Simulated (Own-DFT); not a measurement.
GaN (wurtzite, strained, atoms displaced) (calculated)

A calculation, not a measurement: plane-wave PBE density functional theory by an unreviewed code, no spin, of a simulated periodic cell, stress positive in tension, free energy of the whole cell less one offset for each atom, forces on such cells passed a denser k mesh, this cell's mesh not checked; offsets are fitted by least squares, one for each functional and potential file, so energies compare only between cells with the same atoms and settings and are not formation energies; the far tail of each file's local potential was reset to the Coulomb form; each entry is a single point on an unrelaxed cell, so the pressure reflects the starting lattice, mostly measured values (interpolated for alloys), from which strain is counted, and rises with the displacements; printed positions are rounded, which can move forces by about a meV/angstrom; the program, named Own-DFT, is a retired in-house code; no spin-orbit coupling. Program: Own-DFT development build.

Common to all runs: functional PBE; potential files PseudoDojo norm-conserving, scalar-relativistic, standard set with the stringent files for Ga; wave cutoff 96 hartree; occupations Gaussian; smearing width 0.01 eV; k mesh 3 x 4 x 3 centred on Gamma.

(1) GaN (wurtzite, strained, atoms displaced)

```cif
# cell vector a (Å): 12.7560 0.0000 0.0000
# cell vector b (Å): -4.7835 8.2853 0.0000
# cell vector c (Å): 0.0000 0.0000 10.4218
data_GaN
_symmetry_space_group_name_H-M 'P 1'
_symmetry_Int_Tables_number 1
_cell_length_a 12.7560
_cell_length_b 9.5670
_cell_length_c 10.4218
_cell_angle_alpha 90.000
_cell_angle_beta 90.000
_cell_angle_gamma 120.000
_cell_volume 1101.45
loop_
_atom_site_label
_atom_site_type_symbol
_atom_site_fract_x
_atom_site_fract_y
_atom_site_fract_z
_atom_site_occupancy
Ga1 Ga 0.08667 0.22884 0.00857 1
Ga2 Ga 0.16203 0.10634 0.25013 1
N1 N 0.08353 0.21956 0.19032 1
N2 N 0.16546 0.10539 0.44520 1
Ga3 Ga 0.08425 0.22606 0.49642 1
Ga4 Ga 0.16500 0.10595 0.74935 1
N3 N 0.07685 0.21938 0.69117 1
N4 N 0.17081 0.11211 0.94402 1
Ga5 Ga 0.07755 0.56352 0.99290 1
Ga6 Ga 0.16414 0.43828 0.24680 1
N5 N 0.08398 0.55444 0.18352 1
N6 N 0.16751 0.44111 0.44079 1
Ga7 Ga 0.08028 0.55789 0.48887 1
Ga8 Ga 0.16980 0.44445 0.75382 1
N7 N 0.08151 0.55116 0.67810 1
N8 N 0.16101 0.44136 0.94097 1
Ga9 Ga 0.07761 0.88979 0.99893 1
Ga10 Ga 0.16499 0.77303 0.25294 1
N9 N 0.07738 0.88919 0.18921 1
N10 N 0.16978 0.78942 0.43040 1
Ga11 Ga 0.08087 0.89224 0.50336 1
Ga12 Ga 0.15923 0.76951 0.76075 1
N11 N 0.08483 0.88522 0.69467 1
N12 N 0.16094 0.78316 0.93743 1
Ga13 Ga 0.33106 0.22104 0.99769 1
Ga14 Ga 0.41981 0.11332 0.24493 1
N13 N 0.33571 0.21941 0.18531 1
N14 N 0.41256 0.10526 0.44665 1
Ga15 Ga 0.33989 0.22237 0.50436 1
Ga16 Ga 0.41434 0.11110 0.75087 1
N15 N 0.32906 0.22051 0.68506 1
N16 N 0.41521 0.10549 0.94469 1
Ga17 Ga 0.33695 0.55454 0.00299 1
Ga18 Ga 0.41645 0.43658 0.25662 1
N17 N 0.33076 0.55515 0.19231 1
N18 N 0.41493 0.44507 0.43113 1
Ga19 Ga 0.34103 0.56516 0.49844 1
Ga20 Ga 0.41635 0.43432 0.75008 1
N19 N 0.33262 0.56286 0.69164 1
N20 N 0.41773 0.45019 0.92958 1
Ga21 Ga 0.32798 0.88822 0.00838 1
Ga22 Ga 0.41311 0.77646 0.25136 1
N21 N 0.33123 0.89078 0.18703 1
N22 N 0.42154 0.77397 0.43765 1
Ga23 Ga 0.32971 0.89151 0.50339 1
Ga24 Ga 0.41314 0.77735 0.75630 1
N23 N 0.33717 0.89522 0.68454 1
N24 N 0.41454 0.77625 0.93351 1
Ga25 Ga 0.58436 0.21501 0.00134 1
Ga26 Ga 0.66935 0.10947 0.24972 1
N25 N 0.58348 0.22160 0.18346 1
N26 N 0.66007 0.10149 0.43634 1
Ga27 Ga 0.58734 0.22416 0.49862 1
Ga28 Ga 0.66332 0.11134 0.75175 1
N27 N 0.58569 0.22393 0.68611 1
N28 N 0.65942 0.10911 0.92889 1
Ga29 Ga 0.57997 0.55590 0.00882 1
Ga30 Ga 0.67191 0.45082 0.24772 1
N29 N 0.58348 0.55334 0.18557 1
N30 N 0.66364 0.44889 0.43877 1
Ga31 Ga 0.58700 0.55008 0.50467 1
Ga32 Ga 0.67255 0.44411 0.75128 1
N31 N 0.59080 0.56728 0.68232 1
N32 N 0.66814 0.44930 0.94060 1
Ga33 Ga 0.58455 0.89731 0.99913 1
Ga34 Ga 0.67308 0.77989 0.25167 1
N33 N 0.58116 0.88775 0.18931 1
N34 N 0.66802 0.77861 0.43916 1
Ga35 Ga 0.58131 0.88391 0.49856 1
Ga36 Ga 0.67162 0.79127 0.73950 1
N35 N 0.58750 0.87816 0.68928 1
N36 N 0.66666 0.77652 0.93480 1
Ga37 Ga 0.83149 0.21671 0.00507 1
Ga38 Ga 0.91751 0.11245 0.24884 1
N37 N 0.83099 0.21228 0.19542 1
N38 N 0.91901 0.10765 0.43651 1
Ga39 Ga 0.83913 0.21713 0.49993 1
Ga40 Ga 0.91589 0.11372 0.75028 1
N39 N 0.83548 0.22302 0.69278 1
N40 N 0.91805 0.11185 0.94256 1
Ga41 Ga 0.83572 0.56233 0.00035 1
Ga42 Ga 0.92134 0.44538 0.25421 1
N41 N 0.82916 0.54762 0.19669 1
N42 N 0.91186 0.44589 0.44033 1
Ga43 Ga 0.83443 0.56247 0.49828 1
Ga44 Ga 0.91785 0.43440 0.74807 1
N43 N 0.83129 0.56317 0.69078 1
N44 N 0.91770 0.44165 0.93101 1
Ga45 Ga 0.83225 0.88588 0.00779 1
Ga46 Ga 0.91343 0.76975 0.24625 1
N45 N 0.82362 0.87816 0.18507 1
N46 N 0.91238 0.77681 0.44289 1
Ga47 Ga 0.83438 0.88938 0.49946 1
Ga48 Ga 0.91241 0.77683 0.75817 1
N47 N 0.83115 0.88283 0.69183 1
N48 N 0.92341 0.79363 0.94133 1
```

- free energy of cell above offsets: -5.557 eV
- pressure: 5.96 GPa
- stress xx: -6.04 GPa
- stress yy: -5.83 GPa
- stress zz: -6 GPa
- stress yz: 0.06 GPa
- stress xz: 0.41 GPa
- stress xy: -0.17 GPa

Force:
| element | x (eV/Å) | y (eV/Å) | z (eV/Å) |
| --- | --- | --- | --- |
| Ga | -0.126 | -0.895 | -1.599 |
| Ga | 1.285 | 0.246 | 0.866 |
| N | -0.416 | -0.157 | 0.35 |
| N | -0.093 | 1.36 | -0.984 |
| Ga | 0.799 | -0.656 | 1.244 |
| Ga | -0.892 | 0.474 | 0.479 |
| N | 1.403 | 0.282 | -0.557 |
| N | -1.411 | 0 | -0.887 |
| Ga | 1.538 | -0.954 | 0.783 |
| Ga | 0.293 | 0.869 | 0.813 |
| N | -0.447 | -0.06 | 0.295 |
| N | -0.542 | 1.189 | -1.088 |
| Ga | 1.027 | 0.325 | 1.111 |
| Ga | -0.635 | -0.254 | -0.656 |
| N | 0.129 | 0.507 | 1.075 |
| N | 0.442 | 1.235 | 0.116 |
| Ga | 1.454 | 1.398 | 1.087 |
| Ga | -0.415 | 0.846 | -1.345 |
| N | 0.786 | -0.752 | -0.32 |
| N | -0.379 | -1.311 | 1.486 |
| Ga | 0.264 | -0.855 | 0.391 |
| Ga | 1.005 | 0.157 | -2.665 |
| N | -0.923 | -0.112 | -0.577 |
| N | 0.867 | -0.249 | 1.303 |
| Ga | 1.122 | 0.777 | 0.321 |
| Ga | -0.186 | -0.264 | 1.13 |
| N | -1.073 | 0.074 | 0.407 |
| N | 1.236 | 1.181 | -1.8 |
| Ga | -1.508 | 0.342 | -1.176 |
| Ga | 0.557 | 0.01 | 0.32 |
| N | 0.579 | -0.109 | 0.954 |
| N | -0.237 | 0.686 | -1.069 |
| Ga | -1.086 | 0.334 | -0.322 |
| Ga | -0.303 | 0.645 | -1.904 |
| N | 0.702 | -0.453 | -0.595 |
| N | 0.781 | -0.409 | 2.533 |
| Ga | -0.647 | -1.68 | 0.99 |
| Ga | -0.152 | 2.369 | -1.03 |
| N | 0.967 | -1.181 | -0.792 |
| N | 0.418 | -1.092 | 1.659 |
| Ga | 0.683 | -0.489 | -1.667 |
| Ga | 0.565 | 0.195 | -0.113 |
| N | 0.101 | -0.515 | 1.108 |
| N | -1.889 | 1.16 | -0.386 |
| Ga | 1.065 | -0.963 | -0.337 |
| Ga | 0.711 | 0.449 | -1.542 |
| N | -0.62 | -0.946 | 1.292 |
| N | -0.449 | 0.373 | 2.223 |
| Ga | -1.315 | 1.473 | -0.456 |
| Ga | -1.424 | -0.553 | 0.489 |
| N | 0.777 | 0.285 | 1.122 |
| N | 1.036 | 1.306 | 0.345 |
| Ga | -0.448 | -0.354 | -0.049 |
| Ga | 0.675 | -0.79 | -1.81 |
| N | -0.56 | -0.039 | 0.271 |
| N | 1.657 | 0.476 | 1.783 |
| Ga | 0.369 | 0.425 | -2.415 |
| Ga | -1.789 | -1.661 | 0.651 |
| N | -0.292 | 0.176 | 1.64 |
| N | 2.003 | -1.218 | -1.018 |
| Ga | -2.024 | 1.282 | -0.67 |
| Ga | -1.6 | 0.433 | 0.259 |
| N | -0.326 | -1.88 | 1.488 |
| N | 0.195 | -0.598 | 0.124 |
| Ga | 0.465 | -1.87 | -0.022 |
| Ga | -2.708 | -1.211 | 0.616 |
| N | 0.245 | -0.057 | -0.378 |
| N | 0.308 | -0.3 | -0.301 |
| Ga | 0.562 | 0.188 | 0.701 |
| Ga | 1.753 | -2.911 | 2.634 |
| N | -4.322 | 2.801 | -1.181 |
| N | -0.212 | 0.489 | 0.478 |
| Ga | -0.051 | 0.315 | -0.784 |
| Ga | 0.56 | -1.35 | 0.226 |
| N | -0.016 | 1.697 | -1.066 |
| N | -0.203 | 0.278 | -0.26 |
| Ga | -1.726 | 0.183 | 0.294 |
| Ga | 0.455 | -1.149 | 0.925 |
| N | -0.928 | -1.204 | -1.313 |
| N | -0.091 | -0.183 | 0.181 |
| Ga | -0.064 | -0.706 | -0.235 |
| Ga | -0.581 | -0.555 | -0.429 |
| N | 1.878 | 0.85 | -1.659 |
| N | 0.652 | -0.68 | -0.329 |
| Ga | -0.602 | -0.854 | 1.172 |
| Ga | -0.801 | 2.03 | -0.598 |
| N | 1.846 | -0.816 | -0.517 |
| N | -1.302 | -0.084 | 1.392 |
| Ga | -1.254 | 0.513 | -2.002 |
| Ga | -0.405 | 0.827 | 1.091 |
| N | 2.445 | 1.622 | 1.089 |
| N | 0.938 | 0.559 | -1.297 |
| Ga | -0.524 | -0.337 | 0.799 |
| Ga | 0.591 | 0.351 | -0.919 |
| N | 0.971 | 1.926 | -0.948 |
| N | -1.161 | -2.254 | -0.034 |

(2) GaN (wurtzite, strained, atoms displaced)

```cif
# cell vector a (Å): 12.7560 0.0000 0.0000
# cell vector b (Å): -4.7835 8.2853 0.0000
# cell vector c (Å): 0.0000 0.0000 10.4218
data_GaN
_symmetry_space_group_name_H-M 'P 1'
_symmetry_Int_Tables_number 1
_cell_length_a 12.7560
_cell_length_b 9.5670
_cell_length_c 10.4218
_cell_angle_alpha 90.000
_cell_angle_beta 90.000
_cell_angle_gamma 120.000
_cell_volume 1101.45
loop_
_atom_site_label
_atom_site_type_symbol
_atom_site_fract_x
_atom_site_fract_y
_atom_site_fract_z
_atom_site_occupancy
Ga1 Ga 0.08358 0.22580 0.99991 1
Ga2 Ga 0.16822 0.10334 0.25149 1
N1 N 0.08727 0.22381 0.18833 1
N2 N 0.16651 0.09385 0.44408 1
Ga3 Ga 0.08586 0.21864 0.50261 1
Ga4 Ga 0.17013 0.11558 0.75186 1
N3 N 0.08334 0.22353 0.69081 1
N4 N 0.16072 0.11102 0.94461 1
Ga5 Ga 0.08483 0.54927 0.00223 1
Ga6 Ga 0.17217 0.45244 0.25519 1
N5 N 0.07217 0.53819 0.18661 1
N6 N 0.16266 0.43825 0.43372 1
Ga7 Ga 0.08000 0.55129 0.50032 1
Ga8 Ga 0.15964 0.44571 0.74555 1
N7 N 0.08333 0.55747 0.68779 1
N8 N 0.16246 0.44752 0.93593 1
Ga9 Ga 0.08100 0.88720 0.99977 1
Ga10 Ga 0.16852 0.78432 0.25601 1
N9 N 0.07920 0.88618 0.18439 1
N10 N 0.16952 0.77243 0.43582 1
Ga11 Ga 0.07938 0.89711 0.49650 1
Ga12 Ga 0.16454 0.77301 0.74597 1
N11 N 0.08361 0.88056 0.69296 1
N12 N 0.16183 0.77755 0.93626 1
Ga13 Ga 0.33791 0.22037 0.00521 1
Ga14 Ga 0.41209 0.10373 0.25553 1
N13 N 0.33611 0.22113 0.18597 1
N14 N 0.42266 0.12025 0.42932 1
Ga15 Ga 0.33448 0.22120 0.50593 1
Ga16 Ga 0.40744 0.09594 0.75009 1
N15 N 0.33041 0.22019 0.68359 1
N16 N 0.41935 0.10026 0.94274 1
Ga17 Ga 0.33275 0.55685 0.00349 1
Ga18 Ga 0.41799 0.44609 0.26042 1
N17 N 0.32805 0.55218 0.18568 1
N18 N 0.41063 0.44464 0.44249 1
Ga19 Ga 0.33453 0.56358 0.48806 1
Ga20 Ga 0.41485 0.43735 0.75073 1
N19 N 0.33472 0.56712 0.68658 1
N20 N 0.41331 0.43916 0.94216 1
Ga21 Ga 0.33783 0.88825 0.00253 1
Ga22 Ga 0.41678 0.77612 0.24968 1
N21 N 0.33509 0.88974 0.18162 1
N22 N 0.41726 0.77554 0.43554 1
Ga23 Ga 0.33509 0.87775 0.50107 1
Ga24 Ga 0.41776 0.76782 0.74957 1
N23 N 0.32987 0.88907 0.68505 1
N24 N 0.41342 0.76672 0.93990 1
Ga25 Ga 0.58767 0.23277 0.00310 1
Ga26 Ga 0.65678 0.10199 0.24584 1
N25 N 0.58658 0.23127 0.18420 1
N26 N 0.67132 0.11485 0.43509 1
Ga27 Ga 0.57994 0.22744 0.49625 1
Ga28 Ga 0.67065 0.11221 0.75016 1
N27 N 0.59271 0.23352 0.68967 1
N28 N 0.66040 0.10292 0.93836 1
Ga29 Ga 0.57739 0.55339 0.00162 1
Ga30 Ga 0.66585 0.45249 0.25570 1
N29 N 0.58417 0.55906 0.19012 1
N30 N 0.66776 0.44834 0.44308 1
Ga31 Ga 0.58219 0.55967 0.50017 1
Ga32 Ga 0.66328 0.43915 0.75164 1
N31 N 0.58508 0.56292 0.68627 1
N32 N 0.67386 0.44601 0.94629 1
Ga33 Ga 0.58482 0.90276 0.00246 1
Ga34 Ga 0.66166 0.76843 0.25049 1
N33 N 0.58933 0.89671 0.19480 1
N34 N 0.66161 0.76936 0.43096 1
Ga35 Ga 0.57674 0.88207 0.50471 1
Ga36 Ga 0.66747 0.78004 0.75601 1
N35 N 0.58546 0.89111 0.68112 1
N36 N 0.65872 0.76490 0.93252 1
Ga37 Ga 0.83199 0.21205 0.99487 1
Ga38 Ga 0.91665 0.11230 0.25332 1
N37 N 0.82861 0.21135 0.18904 1
N38 N 0.92001 0.11303 0.43415 1
Ga39 Ga 0.82530 0.21490 0.49555 1
Ga40 Ga 0.91819 0.11543 0.75152 1
N39 N 0.83159 0.22540 0.69346 1
N40 N 0.91923 0.11595 0.93600 1
Ga41 Ga 0.82828 0.55407 0.00548 1
Ga42 Ga 0.92231 0.44894 0.25424 1
N41 N 0.83822 0.56539 0.17893 1
N42 N 0.91372 0.45038 0.43887 1
Ga43 Ga 0.82506 0.55404 0.49992 1
Ga44 Ga 0.91914 0.44551 0.75054 1
N43 N 0.83618 0.55661 0.69422 1
N44 N 0.91834 0.45254 0.94439 1
Ga45 Ga 0.83319 0.88860 0.00061 1
Ga46 Ga 0.91168 0.77744 0.24672 1
N45 N 0.83048 0.88947 0.19178 1
N46 N 0.91979 0.77741 0.43199 1
Ga47 Ga 0.82928 0.87959 0.50663 1
Ga48 Ga 0.91414 0.77927 0.75810 1
N47 N 0.83634 0.89064 0.68633 1
N48 N 0.91623 0.77473 0.93263 1
```

* pressure: —
* stress zz: —
* stress yy: —

Questions
1. Give the missing pressure for GaN (wurtzite, strained, atoms displaced) (entry 2).
2. Give the missing stress zz for GaN (wurtzite, strained, atoms displaced) (entry 2).
3. What stress yy does the calculation give for GaN (wurtzite, strained, atoms displaced) (entry 2)?
4. Give the table of force values for GaN (wurtzite, strained, atoms displaced) (entry 2).

## Answers
1. 6.31 GPa
2. -6.94 GPa
3. -7.64 GPa
4. 
Force:
| element | x (eV/Å) | y (eV/Å) | z (eV/Å) |
| --- | --- | --- | --- |
| Ga | 0.119 | 0.273 | 0.756 |
| Ga | -0.908 | 0.861 | -0.561 |
| N | 0.002 | -0.154 | 0.525 |
| N | -0.07 | 4.729 | -1.627 |
| Ga | -0.48 | -0.183 | -0.509 |
| Ga | -0.791 | -1.461 | 0.731 |
| N | 0.359 | -0.007 | -0.525 |
| N | 1.606 | 0.29 | -1.052 |
| Ga | -1.945 | 1.316 | 0.123 |
| Ga | -1.525 | -1.758 | -1.412 |
| N | 2.42 | 2.494 | 0.251 |
| N | 0.514 | 0.504 | 1.577 |
| Ga | -0.327 | 0.081 | -0.26 |
| Ga | 1.622 | 0.252 | 0.737 |
| N | -0.226 | -0.529 | -0.846 |
| N | 1.853 | -0.642 | -0.496 |
| Ga | 0.129 | -0.108 | -0.443 |
| Ga | -0.29 | -1.283 | -1.697 |
| N | 0.656 | -0.016 | 0.861 |
| N | -0.331 | 0.55 | 0.855 |
| Ga | 1.117 | -4.459 | 2.35 |
| Ga | -0.062 | 0.379 | 1.238 |
| N | -1.398 | 1.588 | -1.076 |
| N | 1.492 | -0.108 | 0.276 |
| Ga | -0.824 | -0.824 | -0.836 |
| Ga | 0.654 | 1.095 | -2.474 |
| N | -0.208 | 0.271 | 1.543 |
| N | -0.749 | -1.256 | 2.458 |
| Ga | -0.145 | -0.351 | -1.617 |
| Ga | 1.08 | 2.012 | 0.682 |
| N | 0.855 | 0.129 | 1.484 |
| N | -0.765 | 1.74 | -1.153 |
| Ga | -0.354 | -1.343 | -0.779 |
| Ga | -0.317 | -0.726 | -1.696 |
| N | 1.556 | 0.839 | 1.014 |
| N | 0.976 | -0.41 | 0.004 |
| Ga | -0.822 | -1.811 | 2.189 |
| Ga | -0.388 | 1.33 | -0.079 |
| N | 0.184 | -3.158 | -1.107 |
| N | -0.021 | -0.091 | -0.69 |
| Ga | -1.231 | -1.375 | -1.224 |
| Ga | 0.072 | 0.343 | -0.908 |
| N | -0.036 | -0.551 | 1.911 |
| N | 0.041 | 0.822 | -0.632 |
| Ga | -1.565 | 1.344 | -0.171 |
| Ga | -0.488 | 2.39 | 0.947 |
| N | 1.263 | -1.124 | -0.155 |
| N | 0.377 | 1.668 | -0.365 |
| Ga | 0.144 | -1.258 | -0.419 |
| Ga | 1.038 | 3.306 | 0.999 |
| N | -0.473 | -0.622 | 1.476 |
| N | -2.535 | -1.505 | 0.064 |
| Ga | 1.87 | -0.406 | 0.916 |
| Ga | -1.193 | -0.131 | -0.032 |
| N | -1.305 | -2.658 | -0.798 |
| N | 0.378 | 2.292 | -0.813 |
| Ga | 1.021 | -0.367 | -0.039 |
| Ga | 1.526 | -0.622 | -0.926 |
| N | -0.866 | -1.158 | -0.379 |
| N | -1.513 | -0.274 | -1 |
| Ga | -0.046 | -0.64 | 0.562 |
| Ga | 0.557 | 2.117 | 0.658 |
| N | -0.075 | -1.021 | 0.477 |
| N | -2.879 | -0.178 | -1.707 |
| Ga | 0.383 | -3.352 | 0.542 |
| Ga | 0.365 | 2.178 | -0.381 |
| N | -0.913 | -3.127 | -1.51 |
| N | -0.06 | 1.075 | 1.519 |
| Ga | 1.454 | 1.252 | -1.766 |
| Ga | 0.143 | 0.007 | -1.593 |
| N | -0.17 | -0.123 | 1.88 |
| N | 0.062 | 1.882 | 1.903 |
| Ga | -1.04 | 1.939 | 1.378 |
| Ga | 0.351 | 0.187 | -0.96 |
| N | -0.492 | 0.99 | -0.383 |
| N | -0.242 | -0.62 | 1.823 |
| Ga | 1.88 | 1.453 | 0.719 |
| Ga | -0.2 | -0.36 | -0.573 |
| N | 1.172 | -0.312 | -1.071 |
| N | 0.258 | -1.289 | -0.031 |
| Ga | 2.067 | 0.891 | -1.522 |
| Ga | -2.31 | -1.609 | -0.548 |
| N | -0.504 | -1.173 | 3.141 |
| N | 0.33 | -0.842 | 0.372 |
| Ga | 2.15 | 1.055 | 1.27 |
| Ga | -0.839 | 0.43 | 1.034 |
| N | -0.988 | 0.054 | -0.904 |
| N | 0.161 | -1.552 | -0.945 |
| Ga | -0.008 | -0.299 | 0.04 |
| Ga | 0.573 | 0.317 | 0.035 |
| N | -0.163 | -0.193 | -0.902 |
| N | -1.278 | -0.348 | 0.75 |
| Ga | 0.107 | 0.85 | -1.862 |
| Ga | 1.05 | -0.471 | -1.937 |
| N | -0.749 | 0.161 | 0.98 |
| N | -0.882 | 0.501 | 2.342 |

Further results for GaN (wurtzite, strained, atoms displaced) (entry 2):

- free energy of cell above offsets: -4.420 eV
- stress xx: -4.36 GPa
- stress yz: -0.19 GPa
- stress xz: -0.11 GPa
- stress xy: -0.46 GPa
